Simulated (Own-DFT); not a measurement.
# PBE and PBEsol under strain: C40 NbSi2, 36 atoms (Nb12Si24)

The numbers are computed, not measured, by runs of the plane-wave DFT program Own-DFT (in-house, retired, unreviewed) at fixed positions, with no spin and no spin-orbit coupling.

Known weak points: forces on such cells failed a check on a denser k mesh; stress not checked against mesh or cutoff.

Each geometry was run with PBE and with PBEsol, otherwise alike: PseudoDojo norm-conserving scalar-relativistic files made for PBE; cutoff 42 hartree; 4 x 4 x 5 k mesh centred on Gamma; cold (Marzari-Vanderbilt) smearing of 0.2 eV. Unstrained cell vectors in Å: (0.000, 8.324, 0.000); (-9.613, 0.000, 0.000); (0.000, 0.000, 6.586). Each has a uniform strain, of which the change of volume is shown, and random moves of rms u per axis.

| run | volume change (%) | u (Å) | P with PBE (GPa) | P with PBEsol (GPa) |
|---|---|---|---|---|
| 1 | 3.59 | 0.0481 | -3.09 | -6.60 |
| 2 | -0.86 | 0.0509 | 4.28 | 0.59 |
| 3 | -3.31 | 0.0487 | 9.62 | 5.81 |
| 4 | 0.68 | 0.0444 | 0.98 | -2.64 |
| 5 | -2.72 | 0.0452 | 8.42 | 4.64 |
| 6 | -2.32 | 0.0451 | 7.72 | 3.96 |
| 7 | -1.57 | 0.0467 | 5.49 | 1.76 |
| 8 | 3.19 | 0.0507 | -2.07 | -5.58 |
| 9 | -3.32 | 0.0528 | 10.05 | 6.24 |
| 10 | -1.93 | 0.0527 | 6.86 | 3.12 |
| 11 | -1.17 | 0.0511 | 4.98 | ? |

Q: by how much does PBEsol shrink this cell, and what belongs in the blank?

## Answer

Write v for the change of volume as a fraction. Fitted to v and u², the PBE pressure has a slope of -185 ± 7 GPa in v, with the ions held to the strained lattice. The difference PBEsol less PBE is -3.66 + 4.5 v GPa (slope ± 0.1) and averages -3.69 GPa. Divided by the mean slope of the two, 183 GPa, that makes PBEsol's volume at a given pressure, near 3 GPa, about 2.0 % smaller, or 0.67 % in lengths. At one volume PBEsol's slope is the smaller by 4 GPa, but its pressure there is lower too. If stiffness rises by about 4 GPa for each GPa, PBEsol at equal pressure is stiffer by about 10 GPa. Files made for PBEsol would give a different shift.

For run 11 the line gives 1.27 GPa. The hidden result is 1.26 GPa.
